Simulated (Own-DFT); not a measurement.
# Across the composition range of diamond-structure SiGe

All numbers below are calculated, not measured. The program, named Own-DFT, is a retired in-house plane-wave density functional code that no person has reviewed. Each row is one single-point run on a periodic cell that was not relaxed, without spin or spin-orbit coupling.

Settings of every run: PBE; PseudoDojo norm-conserving scalar-relativistic files; cutoff 42 hartree; 5 x 5 x 5 k mesh centred on Gamma; Fermi-Dirac smearing of 0.1 eV.

Known limits, some of them of some rows only: forces on such cells failed a check on a denser k mesh; forces on such cells moved up to 12 meV/angstrom on a denser k mesh; forces on such cells passed a denser k mesh, each cell not checked; stress not checked against mesh or cutoff.

Each cell has 16 atoms, with Ge and Si placed at random on their shared sites; x is the share of Ge. Lattice constants follow the straight line between measured values of the end members, and atoms start on the ideal sites of that lattice. Every atom was also moved at random, by a Gaussian of width 0.03 Å on each axis. u is the rms move along one axis. dE is the free energy for each Ge or Si site above the straight-line part, a + b x, of the fit below.

| x | cell | u (Å) | volume (Å³/atom) | P (GPa) | dE (meV/site) |
|---|---|---|---|---|---|
| 0.125 | Ge2Si14 | 0.0283 | 20.340 | 2.24 | 17.9 |
| 0.125 | Ge2Si14 | 0.0318 | 20.340 | 2.26 | 18.6 |
| 0.125 | Ge2Si14 | 0.0265 | 20.340 | 2.11 | 6.6 |
| 0.125 | Ge2Si14 | 0.0305 | 20.340 | 2.16 | 14.7 |
| 0.250 | Ge4Si12 | 0.0264 | 20.659 | 2.34 | 17.8 |
| 0.250 | Ge4Si12 | 0.0328 | 20.659 | 2.49 | 36.8 |
| 0.250 | Ge4Si12 | 0.0294 | 20.659 | 2.44 | 26.5 |
| 0.250 | Ge4Si12 | 0.0316 | 20.659 | 2.38 | 25.8 |
| 0.500 | Ge8Si8 | 0.0300 | 21.306 | ? | ? |
| 0.750 | Ge12Si4 | 0.0265 | 21.966 | 3.35 | 23.3 |
| 0.750 | Ge12Si4 | 0.0288 | 21.966 | 3.38 | 22.4 |
| 0.750 | Ge12Si4 | 0.0285 | 21.966 | 3.24 | 20.7 |
| 0.750 | Ge12Si4 | 0.0280 | 21.966 | 3.40 | 25.7 |
| 0.875 | Ge14Si2 | 0.0262 | 22.302 | 3.56 | 8.3 |
| 0.875 | Ge14Si2 | 0.0302 | 22.302 | 3.60 | 11.5 |
| 0.875 | Ge14Si2 | 0.0276 | 22.302 | 3.56 | 10.6 |
| 0.875 | Ge14Si2 | 0.0325 | 22.302 | 3.78 | 24.5 |

## Worked fit

Fit E = a + b x + W x (1 - x) + k (u² - 0.03²) to the rows shown. It gives W = 143 ± 23 meV/site and k = 35 ± 7 eV/Å², with a scatter of 3.5 meV/site. Part of W is bond strain that relaxing the atoms would remove. The pressures follow P = 2.01 + 1.49 x + 0.41 x² GPa, with a scatter of 0.08.

## Withheld member

Question: what pressure and dE should the cell at x = 0.500 give?

The fits give 2.9 GPa and 36 meV/site. The calculation gave 2.79 GPa and 29.9 meV/site.
